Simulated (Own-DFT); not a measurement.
# Strain and stress in wurtzite GaN, 72 atoms (Ga36N36)

Calculated results; nothing here was measured. They come from Own-DFT, an in-house plane-wave density functional program, since retired, whose code no person has reviewed. Each row is one single-point run on a periodic cell that was not relaxed, without spin or spin-orbit coupling.

Settings of every run: PBE; PseudoDojo norm-conserving scalar-relativistic files (stringent for Ga); cutoff 96 hartree; 4 x 4 x 3 k mesh centred on Gamma; Gaussian smearing of 0.01 eV.

Known limits: forces not confirmed at this smearing and k mesh; stress not checked against mesh or cutoff.

Unstrained cell vectors in Å: (9.567, 0.000, 0.000); (-4.784, 8.285, 0.000); (0.000, 0.000, 10.370). The unstrained cell has measured lattice constants (interpolated for alloys), not those of this functional. That, the random moves and any unrelaxed bonds set the pressure at no strain. Each run strains this cell uniformly, with the atoms carried along. Every atom was also moved at random, by a Gaussian of width 0.05 Å on each axis. Strain is the symmetric tensor, in per cent. Stress is positive in tension, and the pressure is minus a third of its trace.

| run | e_xx (%) | e_yy (%) | e_zz (%) | e_yz (%) | e_xz (%) | e_xy (%) | s_xx (GPa) | s_yy (GPa) | s_zz (GPa) | s_yz (GPa) | s_xz (GPa) | s_xy (GPa) | P (GPa) | E (meV/atom) |
|---|---|---|---|---|---|---|---|---|---|---|---|---|---|---|
| 1 | 0.24 | 1.66 | 0.03 | -0.56 | -0.20 | -1.85 | -5.01 | -1.12 | -4.97 | -1.10 | 0.65 | -5.98 | 3.70 | 7.3 |
| 2 | 0.17 | -0.22 | 1.01 | 1.07 | -1.96 | -0.98 | -5.34 | -6.39 | -3.38 | 2.81 | -3.74 | -3.16 | 5.04 | 3.5 |
| 3 | 0.92 | -0.33 | 1.06 | -1.34 | 0.82 | -1.96 | -2.73 | -6.25 | -3.99 | -2.90 | 2.11 | -5.75 | 4.32 | 13.2 |
| 4 | 0.54 | -0.32 | 0.94 | -0.09 | 1.54 | 0.64 | -3.27 | -7.86 | -2.92 | -1.23 | 2.94 | 2.25 | 4.68 | 3.0 |
| 5 | -0.39 | -1.92 | 0.96 | 1.73 | -0.69 | -1.49 | -11.52 | -14.14 | -5.09 | 3.82 | -1.56 | -5.93 | 10.25 | 25.8 |
| 6 | 0.05 | 0.70 | -1.76 | 1.61 | 1.75 | -0.13 | -7.37 | -5.17 | -16.24 | 4.06 | 3.31 | -0.53 | 9.59 | 31.6 |
| 7 | -0.23 | 1.27 | 1.74 | -1.23 | 1.74 | 1.02 | -5.85 | -3.16 | 0.83 | -1.33 | 2.11 | 4.13 | 2.73 | 24.7 |
| 8 | -0.57 | -1.33 | 0.75 | -1.11 | -0.06 | 0.49 | -10.73 | -11.88 | -5.39 | -2.94 | -0.57 | 1.00 | 9.33 | 16.0 |
| 9 | -1.87 | -1.64 | 0.30 | -0.02 | -0.04 | 0.07 | -15.39 | -19.12 | -8.58 | -1.49 | 0.10 | 0.55 | 14.36 | 42.4 |
| 10 | -1.24 | 0.05 | -1.95 | -0.83 | 1.13 | -1.06 | -15.67 | -8.39 | -17.98 | -1.09 | 3.37 | -4.13 | 14.01 | 41.0 |
| 11 | 1.27 | 0.63 | -1.56 | -0.60 | 0.06 | -0.85 | -3.14 | -3.54 | -12.30 | -0.87 | 1.16 | -3.07 | 6.33 | 5.4 |
| 12 | 1.63 | 1.86 | -1.95 | 0.25 | 1.79 | 0.17 | -0.32 | 1.08 | -14.73 | 0.52 | 3.68 | 2.04 | 4.66 | 23.7 |
| 13 | 0.06 | -1.59 | -1.14 | -0.09 | 0.73 | 0.68 | -9.29 | -15.57 | -13.83 | -0.52 | 1.34 | 3.59 | 12.90 | 27.9 |
| 14 | -0.30 | 1.59 | -0.50 | -1.36 | -1.60 | 0.67 | -7.25 | -1.06 | -8.40 | -2.77 | -2.90 | 2.58 | 5.57 | 11.7 |
| 15 | 0.62 | 0.43 | -0.45 | -0.41 | -1.46 | -0.45 | -2.62 | -5.54 | -8.70 | -0.92 | -3.40 | 0.19 | 5.62 | 0.0 |
| 16 | -1.18 | -0.17 | -1.10 | -1.37 | -1.52 | -0.50 | -13.33 | -8.34 | -16.25 | -3.14 | -4.28 | -2.20 | 12.64 | 38.5 |
| 17 | 1.22 | 0.30 | -0.37 | -0.29 | 1.68 | -1.82 | ? | ? | ? | ? | ? | ? | ? | ? |

E is the free energy for each atom above the lowest run shown.

## Worked fit

Each stress component was fitted by least squares to a constant and the strains of the runs shown, as fractions, with shears doubled. Shear strains stay in the fit of a normal stress only where such slopes are resolved. The slopes, in GPa:

```
stress  at no strain  per e_xx  per e_yy  per e_zz  scatter
  s_xx          -7.2  439 ± 32   97 ± 25   95 ± 22     1.01
  s_yy          -7.3  139 ± 43  395 ± 34   32 ± 30     1.36
  s_zz          -7.8   89 ± 33   78 ± 26  469 ± 23     1.05
```

Each shear stress against twice its own strain: yz 112 ± 10, xz 103 ± 8, xy 180 ± 12 GPa. These are stiffnesses along x, y and z of the frame in which the cell vectors are given, which need not be the crystal's axes. The atoms are held to the strained lattice; where symmetry lets them move under strain, relaxing them would lower some slopes. The table should be nearly symmetric about its diagonal, and what it lacks of that shows the noise. A ninth of its sum, 204 ± 6 GPa, estimates the bulk modulus near the mean pressure of these runs, 7.9 GPa, so it lies above the value at zero pressure.

## Withheld run

Question: what normal stresses and pressure should run 17 give?

The fit gives s_xx = -1.9, s_yy = -4.6, s_zz = -8.2 and P = 4.9 GPa. The calculation gave -2.20, -4.86, -8.70 and P = 5.25 GPa.
